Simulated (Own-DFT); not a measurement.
# Strain and stress in grey tin, 64 atoms (Sn64)

Calculated results; nothing here was measured. The program, named Own-DFT, is a retired in-house plane-wave density functional code that no person has reviewed. Each row is one single-point run on a periodic cell that was not relaxed, without spin or spin-orbit coupling.

Settings of every run: PBE; PseudoDojo norm-conserving scalar-relativistic files; cutoff 42 hartree; 3 x 3 x 3 k mesh centred on Gamma; cold (Marzari-Vanderbilt) smearing of 0.2 eV.

Known limits: forces on such cells moved up to 12 meV/angstrom on a denser k mesh; stress not checked against mesh or cutoff.

Unstrained cell vectors in Å: (12.978, 0.000, 0.000); (0.000, 12.978, 0.000); (0.000, 0.000, 12.978). The unstrained cell has measured lattice constants (interpolated for alloys), not those of this functional. That, the random moves and any unrelaxed bonds set the pressure at no strain. Each run strains this cell uniformly, with the atoms carried along. Every atom was also moved at random, by a Gaussian of width 0.05 Å on each axis. Strain is the symmetric tensor, in per cent. Stress is positive in tension, and the pressure is minus a third of its trace.

```
run,e_xx (%),e_yy (%),e_zz (%),e_yz (%),e_xz (%),e_xy (%),s_xx (GPa),s_yy (GPa),s_zz (GPa),s_yz (GPa),s_xz (GPa),s_xy (GPa),P (GPa),E (meV/atom)
1,0.07,-1.20,-0.50,-1.00,-1.04,0.07,-4.33,-4.71,-4.49,-1.04,-1.13,-0.12,4.51,21.1
2,-1.02,-0.52,0.58,0.94,0.63,-1.99,-4.40,-4.32,-4.02,0.69,1.00,-1.92,4.25,25.3
3,-1.30,-1.61,-1.77,0.98,1.23,1.19,-6.53,-6.63,-6.60,1.89,1.42,1.19,6.59,73.1
4,0.90,-0.18,-1.04,-1.07,-0.22,0.02,-3.50,-3.82,-4.09,-1.30,-0.14,-0.41,3.81,9.9
5,-0.76,0.43,-1.30,-1.45,-0.57,1.23,-4.69,-4.39,-4.88,-1.56,-0.39,1.61,4.66,34.0
6,1.36,-0.57,-0.33,0.88,-1.22,-0.81,-3.16,-3.75,-3.70,1.19,-1.73,-0.94,3.54,14.7
7,1.75,-1.72,-1.37,-0.06,1.06,1.09,-3.83,-4.84,-4.72,-0.54,1.41,1.93,4.46,29.9
8,-1.18,-1.59,-1.28,-0.50,-0.38,-1.31,-6.06,-6.15,-6.01,-0.60,-0.62,-2.37,6.07,56.2
9,-0.76,-0.66,-0.54,0.38,-1.73,-0.53,-4.70,-4.73,-4.73,0.69,-1.93,-0.45,4.72,26.2
10,-0.79,0.15,0.77,0.13,1.20,-1.27,-3.91,-3.67,-3.44,0.49,1.23,-1.51,3.67,16.5
11,-0.06,1.41,-1.04,-1.04,0.90,-1.84,-3.69,-3.32,-3.96,-1.43,0.28,-1.99,3.65,24.4
12,1.85,-1.61,-1.21,-1.67,0.73,0.53,-3.55,-4.60,-4.49,-1.74,0.53,0.88,4.21,24.0
13,-0.43,0.57,-0.31,0.92,-0.62,-1.70,-3.95,-3.64,-3.88,0.73,-0.66,-1.73,3.82,19.5
14,0.98,1.14,-0.58,0.64,-0.98,0.48,-2.74,-2.71,-3.18,0.21,-1.45,0.17,2.88,0.0
15,-0.66,-0.60,1.88,-0.95,1.55,1.99,-3.78,-3.78,-3.06,-1.14,1.86,2.09,3.54,22.9
16,0.13,-0.44,1.71,-1.73,-1.55,-0.32,-3.19,-3.38,-2.81,-1.95,-1.98,-0.73,3.13,16.7
17,0.57,0.38,-0.74,0.61,1.57,-0.43,?,?,?,?,?,?,?,?
```

E is the free energy for each atom above the lowest run shown.

## Worked fit

Each stress component was fitted by least squares to a constant and the strains of the runs shown, as fractions, with shears doubled. Shear strains stay in the fit of a normal stress only where such slopes are resolved. The slopes, in GPa:

| stress | at no strain | per e_xx | per e_yy | per e_zz | scatter |
|---|---|---|---|---|---|
| s_xx | -3.7 | 79 ± 3 | 47 ± 3 | 45 ± 3 | 0.12 |
| s_yy | -3.8 | 50 ± 3 | 75 ± 3 | 45 ± 3 | 0.11 |
| s_zz | -3.8 | 48 ± 3 | 47 ± 3 | 72 ± 2 | 0.10 |

Each shear stress against twice its own strain: yz 56 ± 5, xz 56 ± 3, xy 57 ± 5 GPa. These are stiffnesses along x, y and z of the frame in which the cell vectors are given, which need not be the crystal's axes. The atoms are held to the strained lattice; where symmetry lets them move under strain, relaxing them would lower some slopes. The table should be nearly symmetric about its diagonal, and what it lacks of that shows the noise. A ninth of its sum, 56 ± 2 GPa, estimates the bulk modulus near the mean pressure of these runs, 4.2 GPa, so it lies above the value at zero pressure.

## Withheld run

Question: what normal stresses and pressure should run 17 give?

The fit gives s_xx = -3.4, s_yy = -3.5, s_zz = -3.8 and P = 3.6 GPa. The calculation gave -3.39, -3.49, -3.77 and P = 3.55 GPa.
